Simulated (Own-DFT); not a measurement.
# Strain and stress in diamond silicon, 64 atoms (Si64)

All numbers below are calculated, not measured. They come from Own-DFT, an in-house plane-wave density functional program, since retired, whose code no person has reviewed. Each row is one single-point run on a periodic cell that was not relaxed, without spin or spin-orbit coupling.

Settings of every run: PBE; PseudoDojo norm-conserving scalar-relativistic files; cutoff 20 hartree; 3 x 3 x 3 k mesh centred on Gamma; Fermi-Dirac smearing of 0.1 eV.

Known limits: k mesh not checked against a denser one; stress not checked against mesh or cutoff.

Unstrained cell vectors in Å: (10.862, 0.000, 0.000); (0.000, 10.862, 0.000); (0.000, 0.000, 10.862). The unstrained cell has measured lattice constants (interpolated for alloys), not those of this functional. That, the random moves and any unrelaxed bonds set the pressure at no strain. Each run strains this cell uniformly, with the atoms carried along. Every atom was also moved at random, by a Gaussian of width 0.05 Å on each axis. Strain is the symmetric tensor, in per cent. Stress is positive in tension, and the pressure is minus a third of its trace.

| run | e_xx (%) | e_yy (%) | e_zz (%) | e_yz (%) | e_xz (%) | e_xy (%) | s_xx (GPa) | s_yy (GPa) | s_zz (GPa) | s_yz (GPa) | s_xz (GPa) | s_xy (GPa) | P (GPa) | E (meV/atom) |
|---|---|---|---|---|---|---|---|---|---|---|---|---|---|---|
| 1 | -1.87 | 0.89 | 0.47 | 0.46 | 1.54 | 0.41 | -4.92 | -2.55 | -2.98 | 0.99 | 4.12 | 1.79 | 3.49 | 37.7 |
| 2 | -0.78 | 0.59 | 0.96 | 0.68 | 1.80 | -1.37 | -3.20 | -2.04 | -1.72 | 1.61 | 5.01 | -2.95 | 2.32 | 31.2 |
| 3 | -1.39 | 1.29 | -0.10 | -0.89 | 1.66 | -1.98 | -4.10 | -1.69 | -3.18 | -0.89 | 3.87 | -4.00 | 2.99 | 22.9 |
| 4 | 1.85 | 0.62 | 1.16 | -0.65 | 0.91 | -1.42 | 1.38 | 0.17 | 0.73 | -1.01 | 1.39 | -2.38 | -0.76 | 0.0 |
| 5 | 0.71 | 1.84 | -1.48 | 0.71 | -0.65 | -1.33 | -1.43 | -0.02 | -3.09 | 1.84 | 0.02 | -2.34 | 1.51 | 11.0 |
| 6 | 1.31 | 0.29 | 1.40 | 1.25 | 1.02 | 0.82 | 0.32 | -0.70 | 0.38 | 2.01 | 2.57 | 1.69 | 0.00 | 9.9 |
| 7 | -1.72 | -0.86 | 1.16 | 0.72 | 1.88 | 1.36 | -5.31 | -4.75 | -2.77 | 0.69 | 4.34 | 3.59 | 4.28 | 35.7 |
| 8 | 1.24 | 0.53 | 0.50 | 0.42 | -1.92 | 0.49 | -0.04 | -0.71 | -0.72 | 0.24 | -3.59 | 1.06 | 0.49 | 4.2 |
| 9 | 0.44 | -1.28 | 0.37 | -0.27 | 1.12 | -0.96 | -2.70 | -4.12 | -2.52 | -0.43 | 2.65 | -2.37 | 3.11 | 10.8 |
| 10 | -0.77 | -1.69 | 1.42 | 1.75 | 0.01 | 0.84 | -3.90 | -4.70 | -1.99 | 2.67 | 0.38 | 1.79 | 3.53 | 11.4 |
| 11 | 0.20 | 0.24 | 1.25 | 1.03 | -1.08 | 1.57 | -1.37 | -1.44 | -0.44 | 2.08 | -2.00 | 3.51 | 1.09 | 9.5 |
| 12 | -0.05 | -1.00 | 0.94 | -1.42 | -0.80 | -1.96 | -2.81 | -3.65 | -1.82 | -2.51 | -1.38 | -4.05 | 2.76 | 13.9 |
| 13 | -0.39 | -0.95 | -1.54 | -1.33 | -1.52 | -1.89 | -5.24 | -5.69 | -6.17 | -3.12 | -3.92 | -4.33 | 5.70 | 26.4 |
| 14 | 1.07 | -1.46 | 1.96 | -0.94 | 1.71 | 1.22 | -1.03 | -3.20 | -0.15 | -2.00 | 3.46 | 3.07 | 1.46 | 28.7 |
| 15 | -1.10 | -0.49 | 1.63 | 0.27 | -1.47 | -0.15 | ? | ? | ? | ? | ? | ? | ? | ? |

E is the free energy for each atom above the lowest run shown.

## Worked fit

Each stress component was fitted by least squares to a constant and the strains of the runs shown, as fractions, with shears doubled. Shear strains stay in the fit of a normal stress only where such slopes are resolved. The slopes, in GPa:

| stress | at no strain | per e_xx | per e_yy | per e_zz | scatter |
|---|---|---|---|---|---|
| s_xx | -2.8 | 158 ± 4 | 67 ± 5 | 68 ± 5 | 0.17 |
| s_yy | -2.7 | 72 ± 5 | 154 ± 6 | 58 ± 6 | 0.21 |
| s_zz | -2.7 | 75 ± 4 | 61 ± 5 | 149 ± 6 | 0.19 |

Each shear stress against twice its own strain: yz 91 ± 7, xz 107 ± 7, xy 116 ± 6 GPa. These are stiffnesses along x, y and z of the frame in which the cell vectors are given, which need not be the crystal's axes. The atoms are held to the strained lattice; where symmetry lets them move under strain, relaxing them would lower some slopes. The table should be nearly symmetric about its diagonal, and what it lacks of that shows the noise. A ninth of its sum, 96 ± 3 GPa, estimates the bulk modulus near the mean pressure of these runs, 2.3 GPa, so it lies above the value at zero pressure.

## Withheld run

Question: what normal stresses and pressure should run 15 give?

The fit gives s_xx = -3.8, s_yy = -3.4, s_zz = -1.4 and P = 2.8 GPa. The calculation gave -3.62, -2.97, -1.10 and P = 2.56 GPa.
